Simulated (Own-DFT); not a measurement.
## Calculated data, SiC (4H silicon carbide, atoms displaced)

Computed with Own-DFT development build. A calculation, not a measurement: plane-wave PBE density functional theory by an unreviewed code, no spin, of a simulated periodic cell, stress positive in tension, free energy of the whole cell less one offset for each atom, forces on such cells passed a denser k mesh, this cell's mesh not checked; offsets are fitted by least squares, one for each functional and potential file, so energies compare only between cells with the same atoms and settings and are not formation energies; the far tail of each file's local potential was reset to the Coulomb form; each entry is a single point on an unrelaxed cell, so the pressure reflects the starting lattice, mostly measured values (interpolated for alloys), from which strain is counted, and rises with the displacements; printed positions are rounded, which can move forces by about a meV/angstrom; the program, named Own-DFT, is a retired in-house code; no spin-orbit coupling.

Common to all runs: functional PBE; potential files PseudoDojo norm-conserving, scalar-relativistic, standard set; wave cutoff 42 hartree; occupations Fermi-Dirac; smearing width 0.1 eV; hardware one NVIDIA H200; k mesh 3 x 3 x 3 centred on Gamma.

(1) 
```cif
# cell vector a (Å): 12.3308 0.0000 0.0000
# cell vector b (Å): -6.1654 10.6788 0.0000
# cell vector c (Å): 0.0000 0.0000 10.0681
data_SiC
_symmetry_space_group_name_H-M 'P 1'
_symmetry_Int_Tables_number 1
_cell_length_a 12.3308
_cell_length_b 12.3308
_cell_length_c 10.0681
_cell_angle_alpha 90.000
_cell_angle_beta 90.000
_cell_angle_gamma 120.000
_cell_volume 1325.75
loop_
_atom_site_label
_atom_site_type_symbol
_atom_site_fract_x
_atom_site_fract_y
_atom_site_fract_z
_atom_site_occupancy
Si1 Si 0.01152 0.02385 0.42318 1
Si2 Si 0.10121 0.18034 0.14902 1
C1 C 0.98541 0.98068 0.10826 1
C2 C 0.09478 0.17231 0.34559 1
Si3 Si 0.00190 0.24826 0.38266 1
Si4 Si 0.06897 0.41730 0.15453 1
C3 C 0.99038 0.24965 0.09178 1
C4 C 0.08776 0.42221 0.36715 1
Si5 Si 0.01043 0.50462 0.42153 1
Si6 Si 0.08888 0.66771 0.14842 1
C5 C 0.00617 0.50859 0.09954 1
C6 C 0.08709 0.67700 0.35553 1
Si7 Si 0.99762 0.75551 0.40159 1
Si8 Si 0.09007 0.93496 0.16369 1
C7 C 0.00010 0.75484 0.09755 1
C8 C 0.07754 0.90126 0.32880 1
Si9 Si 0.24994 0.99717 0.41750 1
Si10 Si 0.33381 0.17499 0.16025 1
C9 C 0.24646 0.00266 0.11140 1
C10 C 0.33650 0.16360 0.34311 1
Si11 Si 0.24173 0.25400 0.40728 1
Si12 Si 0.32676 0.41511 0.16093 1
C11 C 0.25296 0.25545 0.08780 1
C12 C 0.32770 0.41127 0.34753 1
Si13 Si 0.24475 0.48229 0.41223 1
Si14 Si 0.31826 0.66344 0.16454 1
C13 C 0.24101 0.48607 0.08569 1
C14 C 0.32238 0.67417 0.34997 1
Si15 Si 0.24588 0.75222 0.40240 1
Si16 Si 0.32853 0.90461 0.15297 1
C15 C 0.24188 0.75066 0.09102 1
C16 C 0.32307 0.90930 0.33481 1
Si17 Si 0.50639 0.00084 0.41201 1
Si18 Si 0.58695 0.18119 0.15711 1
C17 C 0.50108 0.00589 0.09053 1
C18 C 0.58219 0.16783 0.34598 1
Si19 Si 0.49150 0.24988 0.40709 1
Si20 Si 0.58792 0.43223 0.16163 1
C19 C 0.49942 0.24464 0.08741 1
C20 C 0.58748 0.44087 0.34915 1
Si21 Si 0.50604 0.49843 0.41932 1
Si22 Si 0.58975 0.67075 0.14713 1
C21 C 0.49380 0.48933 0.09615 1
C22 C 0.59347 0.67241 0.35594 1
Si23 Si 0.50953 0.75597 0.39816 1
Si24 Si 0.59122 0.91905 0.13148 1
C23 C 0.48532 0.73181 0.10230 1
C24 C 0.59267 0.93064 0.34586 1
Si25 Si 0.75293 0.00626 0.40476 1
Si26 Si 0.82544 0.16074 0.15771 1
C25 C 0.76492 0.01036 0.08030 1
C26 C 0.83312 0.16389 0.35756 1
Si27 Si 0.73361 0.24430 0.39565 1
Si28 Si 0.83404 0.42656 0.17014 1
C27 C 0.73145 0.25207 0.10002 1
C28 C 0.83425 0.41740 0.34299 1
Si29 Si 0.75168 0.50291 0.40542 1
Si30 Si 0.83520 0.67554 0.16763 1
C29 C 0.75632 0.49768 0.08807 1
C30 C 0.82945 0.65910 0.35115 1
Si31 Si 0.74385 0.74079 0.39612 1
Si32 Si 0.83208 0.91965 0.15012 1
C31 C 0.75281 0.75645 0.08037 1
C32 C 0.84088 0.92491 0.35119 1
Si33 Si 0.99171 0.99377 0.89489 1
Si34 Si 0.93225 0.84306 0.66247 1
C33 C 0.98812 0.99933 0.58635 1
C34 C 0.91948 0.84555 0.84063 1
Si35 Si 0.00470 0.74742 0.89439 1
Si36 Si 0.93271 0.58221 0.64195 1
C35 C 0.00211 0.75407 0.57565 1
C36 C 0.91773 0.57432 0.85041 1
Si37 Si 0.00354 0.49689 0.91001 1
Si38 Si 0.91329 0.33528 0.65763 1
C37 C 0.99800 0.48806 0.59760 1
C38 C 0.91269 0.32735 0.85202 1
Si39 Si 0.99248 0.24315 0.93146 1
Si40 Si 0.93592 0.07930 0.65073 1
C39 C 0.01177 0.24628 0.58385 1
C40 C 0.93036 0.08829 0.85553 1
Si41 Si 0.74953 0.00628 0.90742 1
Si42 Si 0.67183 0.82311 0.66943 1
C41 C 0.73615 0.99441 0.58139 1
C42 C 0.67393 0.83696 0.86007 1
Si43 Si 0.74094 0.74564 0.89478 1
Si44 Si 0.67885 0.59047 0.65839 1
C43 C 0.75354 0.74012 0.61379 1
C44 C 0.66136 0.57838 0.82665 1
Si45 Si 0.75651 0.49541 0.89526 1
Si46 Si 0.66407 0.32918 0.65443 1
C45 C 0.73307 0.48759 0.60042 1
C46 C 0.67898 0.34082 0.85320 1
Si47 Si 0.75383 0.24301 0.88922 1
Si48 Si 0.67163 0.07234 0.64790 1
C47 C 0.75777 0.23883 0.58291 1
C48 C 0.66372 0.08989 0.84892 1
Si49 Si 0.49114 0.00093 0.91398 1
Si50 Si 0.40953 0.82160 0.65451 1
C49 C 0.48318 0.98952 0.58283 1
C50 C 0.41740 0.82523 0.84834 1
Si51 Si 0.50285 0.73339 0.90157 1
Si52 Si 0.40938 0.58265 0.64609 1
C51 C 0.51446 0.76908 0.59601 1
C52 C 0.41455 0.58850 0.84379 1
Si53 Si 0.50989 0.49428 0.91516 1
Si54 Si 0.41773 0.33431 0.65125 1
C53 C 0.48903 0.49455 0.59904 1
C54 C 0.40597 0.31895 0.82247 1
Si55 Si 0.48736 0.24709 0.89650 1
Si56 Si 0.41647 0.08511 0.66888 1
C55 C 0.50732 0.24928 0.61172 1
C56 C 0.40868 0.07450 0.85160 1
Si57 Si 0.23697 0.98066 0.90023 1
Si58 Si 0.15360 0.82156 0.66370 1
C57 C 0.24128 0.99022 0.61082 1
C58 C 0.18448 0.84730 0.84835 1
Si59 Si 0.23636 0.75713 0.91772 1
Si60 Si 0.15928 0.58878 0.64004 1
C59 C 0.24722 0.74827 0.58876 1
C60 C 0.16189 0.56632 0.82882 1
Si61 Si 0.25595 0.51408 0.90877 1
Si62 Si 0.16413 0.32045 0.64578 1
C61 C 0.25332 0.50356 0.60301 1
C62 C 0.16845 0.33799 0.85460 1
Si63 Si 0.24051 0.25625 0.91837 1
Si64 Si 0.15582 0.07308 0.66738 1
C63 C 0.25432 0.26157 0.58469 1
C64 C 0.16217 0.07077 0.83290 1
_calc_free_energy_of_cell_above_offsets '22.151'  # eV
_calc_pressure 11.61  # GPa
_calc_stress_xx -11.77  # GPa
_calc_stress_yy -11.49  # GPa
_calc_stress_zz -11.56  # GPa
_calc_stress_yz -0.22  # GPa
_calc_stress_xz 0  # GPa
_calc_stress_xy 0.61  # GPa
_calc_wall_time 541  # s
```

Force:
```csv
element,x (eV/Å),y (eV/Å),z (eV/Å)
Si,0.158,-5.078,-6.988
Si,-4.219,-4.303,1.765
C,1.912,5.763,-4.063
C,-2.898,-0.104,-3.385
Si,-0.848,0.785,4.195
Si,3.815,-0.462,1.372
C,0.756,0.504,7.872
C,-1.078,-2.287,-4.45
Si,-2.484,0.138,-3.521
Si,-4.509,1.213,3.406
C,-1.783,-1.602,-1.218
C,-1.086,-3.417,-1.841
Si,0.738,-1.74,-1.608
Si,0.44,-3.95,-2.426
C,1.026,0.014,-1.192
C,-0.399,4.932,5.725
Si,-0.357,-1.255,-1.822
Si,2.543,-1.889,-1.172
C,1.706,0.59,-3.708
C,-2.891,0.464,1.332
Si,5.187,-0.017,0.73
Si,0.667,1.1,-0.391
C,1.69,0.196,2.868
C,1.947,1.375,-1.621
Si,-0.366,4.852,1.538
Si,1.967,-0.925,-0.556
C,-1.771,2.34,2.942
C,4.638,-2.786,-1.015
Si,-0.335,1.771,1.641
Si,-0.728,4.787,1.434
C,2.269,-0.961,0.554
C,1.805,1.805,1.978
Si,-2.623,-0.568,-3.192
Si,-2.81,-4.844,1.304
C,0.256,-1.156,1.654
C,-3.584,-0.832,-0.946
Si,2.559,1.041,1.148
Si,2.743,-3.022,-0.586
C,-3.457,2.655,0.612
C,4.575,-5.199,-2.254
Si,-5.325,2.715,0.664
Si,-1.048,-1.266,1.721
C,-0.95,2.468,-0.126
C,-4.302,-3.076,-3.057
Si,-1.975,1.349,1.394
Si,-1.886,-0.442,3.1
C,0.874,2.458,-1.492
C,0.44,-2.256,-2.696
Si,0.936,-2.622,0.035
Si,-1.723,2.004,1.318
C,-1.87,-1.865,2.273
C,-0.705,2.124,-3.946
Si,5.342,2.425,2.243
Si,0.869,-1.818,-3.571
C,8.108,2.416,-2.025
C,0.161,0.247,3.126
Si,0.042,-2.187,2.025
Si,1.218,-1.236,-3.272
C,-3.019,2.613,0.875
C,-0.026,2.5,-0.905
Si,3.775,4.762,3.73
Si,-0.946,-0.861,2.574
C,-0.128,-1.355,1.752
C,-0.516,-1.122,-1.058
Si,3.028,2.877,4.869
Si,-2.5,-2.781,-2.192
C,8.355,-4.801,1.644
C,1.123,-5.935,-0.747
Si,-1.925,0.468,3.469
Si,-5.073,-0.013,2.366
C,-0.012,-0.913,4.918
C,1.364,2.938,-2.988
Si,0.378,-0.627,-0.51
Si,2.642,-4.32,0.696
C,-0.509,2.136,-0.779
C,1.978,0.997,-1.083
Si,1.617,1.98,-9.391
Si,-10.82,6.511,4.499
C,-2.934,-0.927,-0.301
C,-3.504,-0.328,-2.649
Si,1.075,0.233,-2.617
Si,-1.626,2.393,-1.799
C,6.383,-2.64,2.551
C,-2.345,0.422,-2.355
Si,3.757,-0.467,1.053
Si,-2.074,-5.015,-1.906
C,0.48,5.285,-3.404
C,1.286,0.319,6.024
Si,-2.187,2.139,2.361
Si,3.367,-0.164,2.136
C,3.517,2.421,-2.662
C,-1.621,-4.548,-3.181
Si,-3.687,3.364,4.139
Si,-5.016,2.328,2.284
C,-2.965,1.386,0.93
C,0.787,-4.611,-2.344
Si,2.441,-1.411,-1.865
Si,-0.131,2.319,1.321
C,0.965,1.164,4.168
C,-1.309,0.817,0.224
Si,-2.692,5.244,2.57
Si,2.4,2.198,2.4
C,0.09,-4.269,-1.155
C,2.37,-4.478,-1.748
Si,-2.977,-0.847,-3.217
Si,-0.185,-0.691,-1.117
C,1.876,2.042,-0.729
C,-1.214,1.715,5.73
Si,2.823,-0.231,1.679
Si,0.25,-2.199,-1.488
C,-3.596,-1.099,-3.402
C,-0.833,1.182,-0.662
Si,-1.297,13.74,5.779
Si,2.898,1.965,-2.023
C,-0.16,1.243,-2.065
C,-3.63,-11.46,-5.307
Si,6.933,-3.724,-2.869
Si,4.293,-1.801,3.052
C,-1.313,0.529,0.706
C,-3.219,3.297,1.374
Si,0.931,-2.997,-1.445
Si,-1.322,4.239,4.126
C,-2.872,-2.209,-2.629
C,-1.641,-0.377,-1.197
Si,2.675,-1.265,-5.84
Si,1.362,2.061,-4.931
C,2.623,-3.695,0.818
C,-1.399,0.978,5.913
```

(2) 
```cif
# cell vector a (Å): 12.3308 0.0000 0.0000
# cell vector b (Å): -6.1654 10.6788 0.0000
# cell vector c (Å): 0.0000 0.0000 10.0681
data_SiC
_symmetry_space_group_name_H-M 'P 1'
_symmetry_Int_Tables_number 1
_cell_length_a 12.3308
_cell_length_b 12.3308
_cell_length_c 10.0681
_cell_angle_alpha 90.000
_cell_angle_beta 90.000
_cell_angle_gamma 120.000
_cell_volume 1325.75
loop_
_atom_site_label
_atom_site_type_symbol
_atom_site_fract_x
_atom_site_fract_y
_atom_site_fract_z
_atom_site_occupancy
Si1 Si 0.00433 0.99540 0.40594 1
Si2 Si 0.08185 0.16566 0.17385 1
C1 C 0.99679 0.99498 0.09823 1
C2 C 0.07924 0.16268 0.33556 1
Si3 Si 0.00734 0.26890 0.40518 1
Si4 Si 0.08306 0.42471 0.14260 1
C3 C 0.99197 0.24218 0.09771 1
C4 C 0.08150 0.41247 0.33454 1
Si5 Si 0.00855 0.50547 0.41573 1
Si6 Si 0.08289 0.66703 0.14474 1
C5 C 0.00239 0.50256 0.07434 1
C6 C 0.06827 0.64928 0.33818 1
Si7 Si 0.00367 0.74582 0.40375 1
Si8 Si 0.08420 0.91615 0.16898 1
C7 C 0.99153 0.75951 0.10328 1
C8 C 0.09912 0.92328 0.32710 1
Si9 Si 0.24831 0.00384 0.39403 1
Si10 Si 0.33868 0.17159 0.16376 1
C9 C 0.25658 0.00523 0.09292 1
C10 C 0.33485 0.18073 0.34392 1
Si11 Si 0.25808 0.25859 0.42323 1
Si12 Si 0.33787 0.42840 0.17097 1
C11 C 0.26644 0.25923 0.09725 1
C12 C 0.31698 0.39397 0.33900 1
Si13 Si 0.26368 0.51559 0.39954 1
Si14 Si 0.33640 0.65995 0.15405 1
C13 C 0.24370 0.49075 0.09363 1
C14 C 0.33902 0.66795 0.34347 1
Si15 Si 0.24071 0.72318 0.41055 1
Si16 Si 0.34668 0.92980 0.15734 1
C15 C 0.25919 0.76035 0.10847 1
C16 C 0.34168 0.92272 0.33477 1
Si17 Si 0.50554 0.00873 0.38777 1
Si18 Si 0.59275 0.16742 0.14971 1
C17 C 0.51098 0.01597 0.08843 1
C18 C 0.57614 0.18231 0.34764 1
Si19 Si 0.51028 0.25752 0.39906 1
Si20 Si 0.59091 0.43259 0.15944 1
C19 C 0.52942 0.27830 0.09029 1
C20 C 0.57495 0.40300 0.34951 1
Si21 Si 0.48911 0.48982 0.41671 1
Si22 Si 0.57377 0.65973 0.14944 1
C21 C 0.50375 0.50165 0.10530 1
C22 C 0.59146 0.67742 0.32700 1
Si23 Si 0.49993 0.74802 0.40229 1
Si24 Si 0.58219 0.92418 0.17089 1
C23 C 0.49736 0.75250 0.07936 1
C24 C 0.57903 0.91636 0.34083 1
Si25 Si 0.74575 0.99393 0.40283 1
Si26 Si 0.83944 0.16884 0.15006 1
C25 C 0.73837 0.99851 0.09018 1
C26 C 0.84432 0.15593 0.33522 1
Si27 Si 0.75587 0.24962 0.39728 1
Si28 Si 0.83616 0.42768 0.16697 1
C27 C 0.75746 0.25777 0.10251 1
C28 C 0.81811 0.41896 0.34774 1
Si29 Si 0.75385 0.50015 0.38151 1
Si30 Si 0.83789 0.66816 0.14691 1
C29 C 0.75267 0.50110 0.07517 1
C30 C 0.83343 0.66043 0.34719 1
Si31 Si 0.74610 0.76763 0.39783 1
Si32 Si 0.84057 0.92826 0.15287 1
C31 C 0.76430 0.75345 0.10506 1
C32 C 0.83351 0.91212 0.33679 1
Si33 Si 0.98909 0.99756 0.90483 1
Si34 Si 0.91599 0.83033 0.66665 1
C33 C 0.99940 0.00134 0.58077 1
C34 C 0.93148 0.83975 0.84206 1
Si35 Si 0.00235 0.74886 0.90689 1
Si36 Si 0.91699 0.58585 0.64957 1
C35 C 0.98985 0.74691 0.59723 1
C36 C 0.91305 0.58521 0.83859 1
Si37 Si 0.99499 0.50198 0.88855 1
Si38 Si 0.90074 0.31961 0.65023 1
C37 C 0.00277 0.50793 0.59906 1
C38 C 0.92905 0.33610 0.83513 1
Si39 Si 0.99525 0.25374 0.91771 1
Si40 Si 0.91079 0.07719 0.65144 1
C39 C 0.99657 0.25727 0.59633 1
C40 C 0.90591 0.08444 0.84786 1
Si41 Si 0.72195 0.98399 0.90953 1
Si42 Si 0.67005 0.83524 0.64452 1
C41 C 0.75144 0.01076 0.58195 1
C42 C 0.65510 0.82014 0.83025 1
Si43 Si 0.74655 0.74497 0.91065 1
Si44 Si 0.66424 0.59053 0.66309 1
C43 C 0.73945 0.74170 0.58401 1
C44 C 0.68069 0.59373 0.83958 1
Si45 Si 0.74637 0.49993 0.90283 1
Si46 Si 0.64606 0.31282 0.65092 1
C45 C 0.74407 0.49329 0.60600 1
C46 C 0.66003 0.32149 0.84370 1
Si47 Si 0.75787 0.25797 0.90936 1
Si48 Si 0.67877 0.08169 0.64359 1
C47 C 0.75385 0.24198 0.60333 1
C48 C 0.66798 0.09242 0.83544 1
Si49 Si 0.50747 0.00346 0.88745 1
Si50 Si 0.41796 0.82963 0.67012 1
C49 C 0.48336 0.00328 0.58779 1
C50 C 0.43421 0.84311 0.82857 1
Si51 Si 0.51624 0.76392 0.91876 1
Si52 Si 0.42520 0.58328 0.65080 1
C51 C 0.50762 0.74879 0.58936 1
C52 C 0.42350 0.58057 0.85290 1
Si53 Si 0.51516 0.50337 0.90742 1
Si54 Si 0.41967 0.32871 0.66525 1
C53 C 0.50702 0.50179 0.57752 1
C54 C 0.42161 0.33759 0.85428 1
Si55 Si 0.51129 0.24736 0.90575 1
Si56 Si 0.41095 0.09011 0.66014 1
C55 C 0.50113 0.24356 0.57994 1
C56 C 0.43401 0.09021 0.83675 1
Si57 Si 0.26151 0.99962 0.90836 1
Si58 Si 0.18292 0.84387 0.65069 1
C57 C 0.25899 0.00778 0.59052 1
C58 C 0.16649 0.84420 0.82818 1
Si59 Si 0.26485 0.75637 0.89635 1
Si60 Si 0.16585 0.58077 0.64935 1
C59 C 0.26227 0.73855 0.58547 1
C60 C 0.17434 0.58129 0.84274 1
Si61 Si 0.25256 0.50589 0.90787 1
Si62 Si 0.17288 0.32791 0.65565 1
C61 C 0.23787 0.48133 0.59092 1
C62 C 0.15086 0.30997 0.84140 1
Si63 Si 0.25226 0.24912 0.91754 1
Si64 Si 0.15213 0.06767 0.66173 1
C63 C 0.25484 0.24521 0.60113 1
C64 C 0.15052 0.06313 0.82867 1
_calc_free_energy_of_cell_above_offsets '16.417'  # eV
_calc_pressure 9.78  # GPa
_calc_stress_xx -7.38  # GPa
_calc_stress_yy -8.52  # GPa
_calc_stress_zz -13.44  # GPa
_calc_stress_yz 0.83  # GPa
_calc_stress_xz 0.2  # GPa
_calc_stress_xy 0.48  # GPa
_calc_wall_time 539.6  # s
```

Force:
```csv
element,x (eV/Å),y (eV/Å),z (eV/Å)
Si,-1.08,1.24,-2.688
Si,1.225,0.463,-7.573
C,1.379,2.403,-0.788
C,0.546,0.692,8.194
Si,1.246,-6.375,1.544
Si,-0.523,-2.683,1.838
C,2.991,2.967,-0.742
C,-0.452,5.549,-0.816
Si,-1.387,-3.52,-0.598
Si,-0.09,0.764,0.746
C,-1.136,0.654,1.783
C,2.131,3.495,-0.542
Si,-1.815,0.221,0.574
Si,-0.45,1.328,-8.966
C,5.701,-0.58,-2.944
C,-2.774,-2.342,8.761
Si,4.268,2.269,2.05
Si,0.962,1.435,-1.609
C,-0.373,-0.286,0.205
C,1.725,-2.117,1.016
Si,-1.087,-5.475,-1.297
Si,1.061,-3.434,-4.117
C,-2.444,-0.624,0.616
C,0.002,7.655,2.095
Si,-0.693,-6.685,2.031
Si,-1.999,1.514,-0.87
C,1.053,2.345,0.096
C,0.735,0.497,-1.976
Si,-1.698,4.473,-2.326
Si,-0.95,-0.815,-1.046
C,0.347,-1.308,-2.851
C,-1.404,-1.094,1.606
Si,-2.432,0.307,4.254
Si,-2.326,4.689,1.639
C,0.004,-3.745,-1.005
C,9.754,-6.018,-4.054
Si,-6.983,-2.35,3.152
Si,1.761,-2.254,0.897
C,-1.287,-4.931,0.08
C,-0.414,8.377,-2.89
Si,1.505,0.32,-7.286
Si,2.171,3.766,-0.092
C,-1.661,0.243,-2.255
C,-2.602,-1.932,2.366
Si,0.941,0.862,0.731
Si,0.267,-0.717,-5.187
C,0.166,0.04,7.636
C,0.957,0.076,2.697
Si,1.145,1.323,-1.314
Si,-2.851,-1.355,1.16
C,1.558,-0.141,1.244
C,-3.013,1.832,0.701
Si,-1.186,-0.608,0.891
Si,0.804,-1.308,-3.133
C,1.206,0.113,-0.994
C,9.016,-3.912,-1.479
Si,-7.453,2.042,6.595
Si,-1.267,-2.335,2.768
C,-0.179,1.463,4.702
C,-0.695,3.053,-2.114
Si,3.178,-6.497,1.342
Si,-1.584,-2.511,-0.044
C,-4.75,0.536,-3.087
C,0.038,4.374,0.235
Si,1.08,1.251,0.843
Si,-1.133,0.389,-3.188
C,-0.63,-1.561,2.67
C,-3.172,-1.885,1.394
Si,-0.095,0.986,-0.023
Si,-1.977,-1.47,0.939
C,2.959,1.833,-2.132
C,0.707,0.263,0.362
Si,1.696,-0.084,0.63
Si,4.886,5.012,2.575
C,-0.105,-2.006,-0.933
C,-3.51,0.494,0.904
Si,1.856,-2.13,-2.26
Si,0.463,2.633,0.77
C,2.573,-1.803,-1.753
C,-0.083,-1.8,-0.486
Si,3.035,2.977,-1.983
Si,-0.342,-0.124,0.642
C,4.113,-4.969,-0.401
C,2.801,2.341,1.255
Si,1.316,3.121,0.647
Si,2.352,-2.527,-3.54
C,1.193,3.233,0.769
C,-1.937,-2.103,1.452
Si,1.77,-1.382,-3.076
Si,4.692,4.231,1.657
C,-0.148,0.045,-1.518
C,2.325,3.317,-1.69
Si,0.435,-0.629,-0.399
Si,-7.248,0.516,3.141
C,-5.488,-0.014,-4.456
C,1.885,-1.179,0.292
Si,0.17,1.087,1.871
Si,0.704,1.203,-10.37
C,4.119,-1.372,-0.209
C,-0.605,-1.217,8.365
Si,-2.394,-3.688,-7.098
Si,-1.409,-0.822,1.309
C,-1.843,0.292,-0.331
C,-0.618,1.017,-1.044
Si,-2.267,-0.305,0.806
Si,0.165,0.749,-1.101
C,-0.906,-0.595,7.943
C,1.189,-1.136,-1.494
Si,-3.439,0.846,2.489
Si,2.577,-0.492,-2.206
C,-3.53,0.154,1.672
C,-3.565,-1.147,1.553
Si,-2.249,1.05,-1.131
Si,-1.301,-1.84,-1.472
C,-3.024,-1.809,-1.334
C,3.024,-2.167,3.157
Si,-1.725,-0.501,1.238
Si,1.593,-1.511,1.872
C,-2.354,1.268,2.131
C,-2.319,2.059,-1.008
Si,2.511,-2.987,-0.879
Si,-2.522,-1.735,1.499
C,1.294,4.61,-1.116
C,1.541,3.057,1.214
Si,-0.896,-0.648,-1.968
Si,1.907,2.136,-3.88
C,-0.493,-0.37,0.501
C,1.588,2.409,6.359
```
